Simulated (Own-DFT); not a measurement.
Simulation results for GaN (wurtzite, strained, atoms displaced)

Computed with Own-DFT development build. A calculation, not a measurement: plane-wave PBE density functional theory by an unreviewed code, no spin, of a simulated periodic cell, stress positive in tension, free energy of the whole cell less one offset for each atom, forces on such cells passed a denser k mesh, this cell's mesh not checked; offsets are fitted by least squares, one for each functional and potential file, so energies compare only between cells with the same atoms and settings and are not formation energies; the far tail of each file's local potential was reset to the Coulomb form; each entry is a single point on an unrelaxed cell, so the pressure reflects the starting lattice, mostly measured values (interpolated for alloys), from which strain is counted, and rises with the displacements; printed positions are rounded, which can move forces by about a meV/angstrom; the program, named Own-DFT, is a retired in-house code; no spin-orbit coupling; before rounding, a Quantum ESPRESSO 7.3.1 run of the same cell and cutoff gave forces within 1 meV/angstrom rms on each cell, which checks the program and not the settings.

Common to all runs: functional PBE; potential files PseudoDojo norm-conserving, scalar-relativistic, standard set; wave cutoff 42 hartree; occupations Fermi-Dirac; smearing width 0.1 eV; k mesh 3 x 4 x 3 centred on Gamma.

(1) GaN (wurtzite, strained, atoms displaced)

```xyz
96
Lattice="12.5808 0.2323 0.0482 -4.5670 8.2972 0.0700 0.0392 0.1103 10.2242" Properties=species:S:1:pos:R:3 GaN
Ga     0.1244     1.9244    10.1615
Ga     1.6121     0.9298     2.6501
N      0.1161     1.8193     1.9300
N      1.6657     1.0104     4.5011
Ga     0.0121     1.8344     5.2077
Ga     1.6548     1.0528     7.6577
N      0.2056     1.9830     7.1092
N      1.5324     0.9872     9.5851
Ga    -1.5179     4.7325    10.2546
Ga     0.0274     3.6993     2.5845
N     -1.5275     4.6355     2.0445
N      0.0729     3.7928     4.5199
Ga    -1.3846     4.7455     5.2079
Ga     0.0915     3.8515     7.6081
N     -1.4227     4.7175     7.1000
N      0.1993     3.8368     9.6763
Ga    -2.9697     7.4520    10.2080
Ga    -1.3702     6.4982     2.5537
N     -2.9502     7.4103     1.9868
N     -1.4869     6.4942     4.5592
Ga    -2.9899     7.3873     5.2264
Ga    -1.4883     6.5098     7.6782
N     -3.0348     7.4294     7.1632
N     -1.4379     6.5568     9.7432
Ga     3.1916     1.8594     0.1326
Ga     4.8369     0.9496     2.5760
N      3.2675     1.9500     2.0460
N      4.7114     1.0397     4.4651
Ga     3.2215     1.9526     5.1831
Ga     4.7258     1.1779     7.7468
N      3.1997     1.9539     7.0621
N      4.7842     1.0865     9.6252
Ga     1.6114     4.6583     0.1001
Ga     3.1745     3.8797     2.5967
N      1.7886     4.6913     2.0086
N      3.2164     3.8699     4.5395
Ga     1.6252     4.7735     5.2094
Ga     3.2029     3.8159     7.7230
N      1.6317     4.8774     7.0392
N      3.2818     3.8645     9.6605
Ga     0.1608     7.3503     0.1162
Ga     1.7266     6.5577     2.6387
N      0.1109     7.4706     2.0179
N      1.7245     6.5671     4.5810
Ga     0.2173     7.4688     5.2271
Ga     1.6882     6.6119     7.8397
N      0.2022     7.4809     7.0898
N      1.6849     6.6304     9.7069
Ga     6.3750     2.0439     0.0477
Ga     7.8183     1.1922     2.5758
N      6.4159     2.0071     1.9280
N      7.8775     1.1221     4.5903
Ga     6.3542     2.0326     5.2164
Ga     7.9372     1.2354     7.7229
N      6.3977     2.0389     7.0221
N      7.8884     1.1452     9.5950
Ga     4.7921     4.7525     0.1306
Ga     6.4022     3.8567     2.6481
N      4.8381     4.8081     2.0091
N      6.3833     3.9844     4.6110
Ga     4.8268     4.8593     5.2033
Ga     6.4071     3.9386     7.7284
N      4.7835     4.8252     7.0921
N      6.2966     3.9726     9.6151
Ga     3.2143     7.4340     0.1794
Ga     4.8755     6.6300     2.6569
N      3.2892     7.5209     2.0615
N      4.8530     6.6092     4.5498
Ga     3.2585     7.6000     5.1859
Ga     4.6894     6.6881     7.8207
N      3.2623     7.5443     7.1048
N      4.9978     6.6890     9.6369
Ga     9.4992     2.0678    10.2263
Ga    11.0570     1.1711     2.6758
N      9.5201     2.0261     1.9649
N     11.1292     1.1941     4.4806
Ga     9.4726     2.0729     5.1338
Ga    11.0988     1.1970     7.7750
N      9.4709     2.1973     7.1660
N     11.0359     1.2440     9.5757
Ga     7.9664     4.8081     0.1208
Ga     9.5863     4.0166     2.5956
N      7.9660     4.7988     1.9513
N      9.5096     3.9518     4.4796
Ga     7.9394     4.8860     5.1794
Ga     9.5750     3.9459     7.7551
N      7.9092     4.8622     7.1604
N      9.4723     3.9947     9.7502
Ga     6.4792     7.5803     0.1156
Ga     7.8729     6.7126     2.7078
N      6.4862     7.6562     2.0472
N      8.0183     6.7337     4.7116
Ga     6.3980     7.6107     5.2162
Ga     8.0114     6.6560     7.7383
N      6.4615     7.6156     7.1511
N      8.0060     6.7858     9.7067
```

* free energy of cell above offsets: 27.490 eV
* pressure: 11.57 GPa
* stress xx: -14.1 GPa
* stress yy: -5.1 GPa
* stress zz: -15.5 GPa
* stress yz: 2.24 GPa
* stress xz: 0.09 GPa
* stress xy: 6.65 GPa

Force:
```csv
element,x (eV/Å),y (eV/Å),z (eV/Å)
Ga,-1.943,1.376,1.519
Ga,1.122,-0.108,-1.339
N,-1.193,1.098,-0.225
N,-0.788,-0.616,1.86
Ga,1.549,1.316,-0.886
Ga,0.753,-1.805,0.988
N,-3.025,0.511,-0.69
N,3.1,-0.29,-0.463
Ga,0.94,-0.907,0.478
Ga,1.381,-0.547,0.083
N,2.561,1.41,-2.097
N,0.622,-1.082,0.359
Ga,-1.773,-1.085,-1.477
Ga,1.928,-0.834,1.997
N,-1.978,-0.259,0.147
N,-2.262,-0.59,-1.09
Ga,-1.119,0.859,1.642
Ga,-1.858,-0.281,1.445
N,-1.155,-0.29,0.074
N,1.681,0.77,-0.419
Ga,0.049,1.384,-0.413
Ga,1.693,1.264,1.208
N,0.285,0.78,-0.39
N,1.406,-0.396,-1.671
Ga,-0.553,0.39,-0.565
Ga,-0.767,1.562,-0.039
N,-0.637,0.033,-0.404
N,1.846,-0.299,1.059
Ga,-0.537,1.054,-1.684
Ga,1.798,-1.745,-0.548
N,-0.283,1.105,0.327
N,0.389,-0.29,0.993
Ga,1.506,-0.089,-0.216
Ga,4.121,-3.026,1.972
N,-5.092,2.292,-1.265
N,0.404,-0.471,0.58
Ga,0.821,-0.893,-1.751
Ga,0.261,0.856,-0.186
N,0.499,-1.46,2.049
N,-0.615,-0.173,0.228
Ga,-1.867,1.898,-0.505
Ga,-0.072,-0.472,0.445
N,1.619,-0.418,-0.205
N,0.394,0.488,-0.981
Ga,-1.534,0.701,-0.846
Ga,0.521,0.47,-1.421
N,-1.719,1.098,1.504
N,1.686,-0.92,0.416
Ga,-1.119,-0.316,-1.146
Ga,3.978,-2.1,1.315
N,-3.107,1.353,0.16
N,0.69,0.09,-1.371
Ga,-1.309,0.676,-2.023
Ga,-0.247,-1.844,-0.568
N,-1.427,0.803,2.379
N,0.449,-0.502,1.134
Ga,-0.52,0.25,-1.027
Ga,-0.174,0.241,0.134
N,-0.096,-0.274,0.572
N,0.158,-1.793,-1.035
Ga,-1.357,-1.093,-0.096
Ga,-1.419,-0.501,-0.295
N,-0.213,-0.096,0.89
N,2.027,-0.666,0.887
Ga,1.326,0.705,-1.431
Ga,0.262,0.161,-0.451
N,-0.316,0.869,0.215
N,0.043,1.792,0.276
Ga,0.345,-1.086,0.18
Ga,2.774,-0.86,-1.194
N,-1.101,1.754,0.323
N,-1.732,0.399,2.221
Ga,-0.629,0.741,1.097
Ga,0.472,0.305,-2.577
N,-0.855,0.685,0.111
N,-1.459,-0.666,2.579
Ga,0.326,1.05,0.247
Ga,0.002,-0.509,-2.508
N,1.261,-1.394,-1.509
N,1.157,-0.283,2.118
Ga,-2.054,0.723,-1.454
Ga,-2.393,-2.458,0.562
N,-0.713,0.886,2.097
N,0.396,-0.162,1.883
Ga,0.931,-0.523,0.471
Ga,-0.802,1.348,0.464
N,1.844,-0.138,-0.737
N,1.738,-0.901,-1.435
Ga,-0.96,0.398,-0.263
Ga,3.443,-1.075,0.216
N,-2.075,0.139,-0.351
N,-0.584,-0.243,-1.663
Ga,-0.08,0.228,0.665
Ga,-0.832,0.75,0.784
N,-1.102,0.894,0.044
N,0.889,-1.12,-0.491
```

(2) GaN (wurtzite, strained, atoms displaced)

```xyz
96
Lattice="12.7514 0.0379 0.1221 -4.7571 8.3830 -0.1839 0.0992 -0.1729 10.4819" Properties=species:S:1:pos:R:3 GaN
Ga     0.0607     1.8188    -0.0066
Ga     1.5798     0.9078     2.6644
N      0.0596     1.8448     2.0203
N      1.6212     0.8764     4.6321
Ga    -0.0127     1.8776     5.2632
Ga     1.5873     0.8054     7.7448
N      0.0516     1.7235     7.2776
N      1.6462     0.7409     9.7837
Ga    -1.5649     4.5886    -0.0452
Ga     0.0277     3.6386     2.5108
N     -1.4956     4.5821     1.9271
N      0.0336     3.6660     4.5279
Ga    -1.5164     4.6402     5.1461
Ga     0.1472     3.5666     7.9242
N     -1.4421     4.5799     7.1117
N      0.1619     3.5770     9.7897
Ga    -3.0802     7.3010    10.2686
Ga    -1.4432     6.4785     2.6136
N     -3.1509     7.3132     1.7771
N     -1.5426     6.4997     4.4252
Ga    -3.0507     7.3653     5.0482
Ga    -1.5450     6.4233     7.7163
N     -3.1392     7.3841     7.0525
N     -1.5134     6.3618     9.8553
Ga     3.2092     1.8710     0.0131
Ga     4.7549     0.9308     2.7400
N      3.2696     1.7641     1.9007
N      4.9344     0.8663     4.5538
Ga     3.3204     1.7488     5.1484
Ga     4.7930     0.7646     7.8887
N      3.3177     1.7665     7.2537
N      4.8647     0.7426     9.7919
Ga     1.6814     4.6469    -0.0366
Ga     3.2873     3.7045     2.6072
N      1.6253     4.5912     1.9722
N      3.2433     3.7142     4.6049
Ga     1.6442     4.6279     5.1613
Ga     3.2368     3.6165     7.9210
N      1.7221     4.5759     7.1637
N      3.2164     3.5594     9.6960
Ga     0.1965     7.2899    10.3284
Ga     1.6811     6.5714     2.5465
N      0.0503     7.4235     1.9044
N      1.6534     6.4673     4.5109
Ga     0.0382     7.4586     5.1056
Ga     1.6568     6.3484     7.7882
N      0.1089     7.3370     7.1056
N      1.6995     6.4069     9.7952
Ga     6.4697     1.6533    10.5052
Ga     7.8775     0.8913     2.7059
N      6.3762     1.8279     2.0765
N      8.0675     0.8244     4.7001
Ga     6.4742     1.7737     5.2726
Ga     8.0716     0.9093     7.8470
N      6.4821     1.7449     7.2945
N      8.0654     0.7949     9.9164
Ga     4.7676     4.6419     0.0466
Ga     6.3797     3.6621     2.6529
N      4.7426     4.6558     1.9014
N      6.4327     3.7326     4.5719
Ga     4.8780     4.5942     5.2064
Ga     6.4359     3.6136     7.8141
N      4.9563     4.5887     7.1703
N      6.5120     3.5904     9.7818
Ga     3.3449     7.3156    10.3462
Ga     4.8797     6.4994     2.5675
N      3.1865     7.4940     1.8983
N      4.7924     6.4844     4.5660
Ga     3.2435     7.4002     5.1101
Ga     4.8669     6.4432     7.7826
N      3.2703     7.2896     7.0692
N      4.8918     6.3996     9.7439
Ga     9.6598     1.6552    10.5174
Ga    11.1712     0.8506     2.6163
N      9.6257     1.7926     2.0402
N     11.1151     0.9172     4.6691
Ga     9.5518     1.7460     5.3547
Ga    11.2376     0.8287     7.9384
N      9.5333     1.8016     7.2133
N     11.1268     0.7778     9.9446
Ga     7.9472     4.7271     0.0674
Ga     9.5871     3.8481     2.6766
N      8.0010     4.6353     1.8973
N      9.6178     3.7910     4.6827
Ga     8.0594     4.5139     5.2852
Ga     9.6572     3.5551     7.8798
N      8.1574     4.6086     7.1902
N      9.7079     3.5492     9.9184
Ga     6.5067     7.2899    10.3459
Ga     8.0101     6.4323     2.6296
N      6.3894     7.4328     1.8986
N      8.0882     6.5380     4.5029
Ga     6.4714     7.3289     5.0718
Ga     8.0023     6.3729     7.8666
N      6.5222     7.3226     7.1617
N      7.9968     6.4158     9.7879
```

- free energy of cell above offsets: 24.731 eV
- pressure: 3.38 GPa
- stress xx: -6.11 GPa
- stress yy: -0.87 GPa
- stress zz: -3.15 GPa
- stress yz: -3.58 GPa
- stress xz: 2.17 GPa
- stress xy: 2.39 GPa

Force:
```csv
element,x (eV/Å),y (eV/Å),z (eV/Å)
Ga,-1.318,0.579,0.108
Ga,0.724,-1.399,-0.53
N,-0.571,-1.274,-1.457
N,0.488,0.22,-0.023
Ga,-0.207,-0.98,-0.502
Ga,1.965,0.103,1.294
N,-0.712,1.281,-1.342
N,1.01,0.25,-0.119
Ga,-0.207,1.167,-0.036
Ga,0.461,0.809,1.216
N,-0.798,0.813,-0.133
N,0.437,0.266,0.006
Ga,0.044,-0.355,0.476
Ga,-0.509,1.051,-1.784
N,-0.341,-0.85,0.488
N,-0.076,-0.674,1.22
Ga,-0.41,-0.256,1.106
Ga,-1.197,-0.187,-3.546
N,0.089,1.071,0.897
N,1.28,-0.53,2.039
Ga,-1.951,0.891,0.83
Ga,0.135,-0.193,1.115
N,0.288,-1.315,-0.447
N,1.221,-0.722,-1.905
Ga,-0.551,-0.557,-1.296
Ga,0.711,-1.096,-2.821
N,-1.013,1.182,1.454
N,-0.656,0.129,2.076
Ga,-1.201,1.354,1.66
Ga,1.032,0.617,-0.129
N,-1.188,-0.035,-1.329
N,0.254,0.326,1.291
Ga,-1.472,1.122,0.97
Ga,-1.811,-0.606,0.38
N,0.768,0.578,-0.65
N,0.677,-1.196,-0.788
Ga,-0.303,-0.225,0.377
Ga,1.159,0.147,-3.792
N,-0.595,-1.168,-0.17
N,1.752,-0.548,3.626
Ga,-2.437,0.384,1.356
Ga,-0.88,-1.388,-0.111
N,0.495,0.672,-0.48
N,-0.449,0.279,-0.071
Ga,0.876,-1.211,0.551
Ga,0.639,1.23,0.065
N,-0.557,-0.227,-0.682
N,1.476,-1.5,-0.908
Ga,-0.167,0.902,-0.066
Ga,2.513,0.617,-0.002
N,-0.787,0.513,-1.015
N,-1.519,0.632,-0.919
Ga,0.129,0.693,0.728
Ga,-1.248,-2.586,1.657
N,-1.188,0.245,-1.303
N,-0.234,-0.421,-1.014
Ga,0.455,0.46,-2.66
Ga,0.468,0.649,-0.926
N,1.471,0.003,1.222
N,0.562,-1.321,0.192
Ga,-0.999,0.745,0.829
Ga,0.92,0.256,0.608
N,-1.333,-0.278,-0.025
N,-0.724,-0.393,1.003
Ga,-0.51,0.36,0.654
Ga,-1.401,0.552,0.092
N,1.218,-0.981,-0.594
N,1.272,-0.996,-1.095
Ga,-0.434,-0.554,1.052
Ga,0.18,-0.215,-0.294
N,-0.175,1.074,0.716
N,-0.036,-1.121,0.394
Ga,-1.345,1.728,1.737
Ga,-0.069,1.278,1.431
N,-1.443,1.209,0.087
N,1.444,-0.644,0.153
Ga,1.27,1.31,-1.756
Ga,-0.834,-0.74,0.335
N,2.373,-0.347,0.93
N,3.113,-0.638,-1.036
Ga,0.566,-0.447,-2.419
Ga,0.632,-2.167,-0.046
N,-0.828,-0.323,2.229
N,0.882,-1.704,-1.182
Ga,-0.82,2.09,-0.027
Ga,0.662,1.997,0.857
N,-1.041,-1.156,0.577
N,-0.711,0.191,-0.833
Ga,-1.596,0.894,1.132
Ga,0.363,1.235,-1.376
N,0.86,-1.026,-0.489
N,-0.108,-1.356,0.982
Ga,-0.357,1.479,1.31
Ga,0.984,0.595,-0.545
N,-1.044,0.877,-0.84
N,2.045,-1.196,0.006
```

(3) GaN (wurtzite, strained, atoms displaced)

```xyz
96
Lattice="12.7895 0.0724 -0.2035 -4.7490 8.1754 -0.0657 -0.1655 -0.1777 10.3225" Properties=species:S:1:pos:R:3 GaN
Ga    -0.0022     1.8179     0.0287
Ga     1.5689     0.8743     2.6140
N     -0.0035     1.8216     1.8861
N      1.5063     0.8184     4.4771
Ga    -0.0926     1.7695     5.1134
Ga     1.4869     0.6987     7.7831
N     -0.1052     1.6416     7.0647
N      1.4668     0.7399     9.7220
Ga    -1.7784     4.3558    10.1734
Ga    -0.0574     3.5825     2.4568
N     -1.5605     4.4978     1.8923
N      0.0391     3.5101     4.5046
Ga    -1.6603     4.4558     5.2389
Ga    -0.1354     3.4987     7.6501
N     -1.6205     4.4574     7.0715
N     -0.1647     3.4877     9.6084
Ga    -3.1570     7.2451    -0.0399
Ga    -1.4674     6.3495     2.5149
N     -3.1410     7.2821     1.8704
N     -1.6019     6.2529     4.4618
Ga    -3.3168     7.2463     5.0412
Ga    -1.7476     6.3201     7.6382
N     -3.2867     7.1745     7.0234
N     -1.7503     6.2372     9.6414
Ga     3.3093     1.8686    -0.0676
Ga     4.8050     0.9320     2.5981
N      3.1842     1.8139     1.9210
N      4.7469     0.8437     4.3678
Ga     3.1970     1.7223     5.0621
Ga     4.5862     0.8179     7.6247
N      3.1170     1.6151     7.1112
N      4.6946     0.7457     9.5508
Ga     1.6826     4.6280    -0.0950
Ga     3.2321     3.6232     2.4491
N      1.6104     4.4904     1.8204
N      3.0607     3.5627     4.4232
Ga     1.5759     4.4683     4.9662
Ga     3.1299     3.5480     7.5528
N      1.4970     4.4459     7.0069
N      3.0428     3.5216     9.6098
Ga    -0.1850     7.0491    10.1444
Ga     1.5620     6.2358     2.4569
N     -0.0129     7.2666     1.8993
N      1.5853     6.2740     4.4203
Ga     0.0151     7.2254     5.0394
Ga     1.4944     6.2638     7.6000
N     -0.0880     7.1527     6.9739
N      1.3948     6.1643     9.5808
Ga     6.3371     1.6289    10.1355
Ga     7.8791     0.8532     2.4440
N      6.3970     1.7948     1.8673
N      7.9900     0.8630     4.4055
Ga     6.3154     1.7863     5.0250
Ga     7.8479     0.8637     7.6099
N      6.3094     1.6967     7.0139
N      7.8017     0.6953     9.4614
Ga     4.6456     4.3742    10.1084
Ga     6.3875     3.6258     2.4551
N      4.8093     4.5308     1.8575
N      6.2650     3.6174     4.3751
Ga     4.6751     4.4394     4.9938
Ga     6.2506     3.5088     7.4784
N      4.7450     4.4746     7.0277
N      6.1618     3.4730     9.5427
Ga     3.2692     7.2953    -0.1094
Ga     4.9360     6.3841     2.3413
N      3.1442     7.2248     1.7770
N      4.7545     6.3668     4.3797
Ga     3.1163     7.2146     4.9449
Ga     4.6595     6.2850     7.4628
N      3.1279     7.1956     6.9575
N      4.6244     6.2790     9.5160
Ga     9.6299     1.9832    -0.1538
Ga    11.0859     0.8068     2.4401
N      9.4790     1.8033     1.7814
N     11.1035     0.9390     4.3191
Ga     9.5729     1.7551     4.9523
Ga    11.0503     0.8568     7.6638
N      9.5086     1.7424     6.9520
N     11.0372     0.8366     9.4202
Ga     7.9549     4.5138    -0.1969
Ga     9.6125     3.6355     2.3527
N      7.9872     4.5967     1.7493
N      9.5468     3.6596     4.3624
Ga     7.8809     4.5177     4.8826
Ga     9.4861     3.6188     7.5686
N      7.8720     4.4780     6.9062
N      9.4156     3.4178     9.4718
Ga     6.4127     7.2527    -0.2111
Ga     7.9203     6.4172     2.3326
N      6.3708     7.2759     1.7873
N      7.9225     6.3447     4.2580
Ga     6.4437     7.2369     4.8816
Ga     7.8904     6.2577     7.4346
N      6.2661     7.2641     6.8765
N      7.8905     6.2501     9.4366
```

- free energy of cell above offsets: 26.092 eV
- pressure: 10.23 GPa
- stress xx: -8.61 GPa
- stress yy: -12.45 GPa
- stress zz: -9.63 GPa
- stress yz: -3.26 GPa
- stress xz: -3.07 GPa
- stress xy: 2.94 GPa

Force:
```csv
element,x (eV/Å),y (eV/Å),z (eV/Å)
Ga,0.532,0.269,-1.523
Ga,0.18,0.742,-1.765
N,-0.892,-2.023,1.358
N,0.484,0.933,0.873
Ga,0.543,-0.79,0.883
Ga,-0.739,2.303,0.251
N,0.009,0.093,0.255
N,0.195,0.232,-0.342
Ga,0.718,0.228,1.197
Ga,1.241,0.285,1.307
N,-1.483,0.399,-0.915
N,-1.844,1.257,-1.156
Ga,0.753,0.224,-2.515
Ga,1.728,-0.623,0.713
N,-1.951,0.262,1.501
N,0.4,-0.225,0.195
Ga,-0.381,0.865,0.243
Ga,-2.433,-0.742,0.485
N,-0.825,-1.318,0.833
N,-0.464,0.717,0.337
Ga,1.727,-1.405,0.426
Ga,1.373,-0.801,0.345
N,-0.933,-1.422,-0.936
N,-0.855,-1.288,-1.342
Ga,-0.871,-0.596,0.321
Ga,-0.414,-0.229,-3.929
N,0.365,-0.54,-0.325
N,0.261,0.182,3.433
Ga,-1.602,-0.077,0.707
Ga,3.566,-1.495,1.257
N,-2.574,2.376,-2.275
N,-0.374,-0.159,0.831
Ga,-1.345,-1.619,-0.196
Ga,-0.606,0.182,0.11
N,-0.285,-0.678,0.45
N,2.187,-0.947,-0.327
Ga,-1.306,0.31,2.135
Ga,-1.093,-0.341,1.194
N,0.35,-0.546,-0.611
N,0.323,-0.622,-1.062
Ga,1.354,1.524,1.412
Ga,0.291,1.601,-0.087
N,1.527,0.355,-1.393
N,-0.617,0.431,-0.761
Ga,-0.857,-1.006,0.094
Ga,0.445,0.03,0.464
N,-0.229,0.267,-0.02
N,1.133,1.564,-0.68
Ga,-1.56,0.065,0.919
Ga,1.201,-0.003,0.565
N,-0.925,0.565,-1.028
N,-1.514,0.339,-0.289
Ga,1.116,-0.531,0.394
Ga,1.671,-0.766,-0.785
N,-1.671,0.184,-1.475
N,1.4,0.854,1.824
Ga,-0.418,1.038,1.138
Ga,0.268,0.018,-0.898
N,0.23,0.293,-1.094
N,0.577,-0.551,0.227
Ga,-0.023,1.745,0.255
Ga,1.281,0.402,1.665
N,-1.192,-0.716,-1.687
N,1.613,-0.355,-0.959
Ga,-1.53,0.073,-0.915
Ga,-4.211,-1.555,1.904
N,0.916,-0.533,0.629
N,0.468,-0.898,-0.725
Ga,1.213,0.32,0.968
Ga,1.139,1.077,1.173
N,-1.353,-0.04,-0.947
N,0.855,-1.241,-0.444
Ga,-0.276,-4.498,0.486
Ga,0.508,3.736,-0.711
N,0.814,-0.302,-0.196
N,1.086,-1.161,-0.105
Ga,-1.011,1.154,1.432
Ga,0.578,0.22,-3.583
N,-0.669,0.771,-0.497
N,-0.268,-0.769,4.577
Ga,0.165,1.102,-0.299
Ga,0.052,0.806,0.771
N,-0.18,-0.755,0.151
N,-0.362,-0.617,-0.678
Ga,0.913,-0.314,0.991
Ga,0.206,-0.932,-1.389
N,0.055,-0.884,-0.773
N,-0.375,3.722,-0.565
Ga,0.501,1.22,-1.05
Ga,2.892,-0.409,-0.331
N,1.304,0.071,-2.377
N,0.813,-0.417,-0.147
Ga,-2.473,0.908,1.76
Ga,-0.656,1.593,0.965
N,0.756,-1.296,-0.456
N,-0.635,-0.868,0.161
```
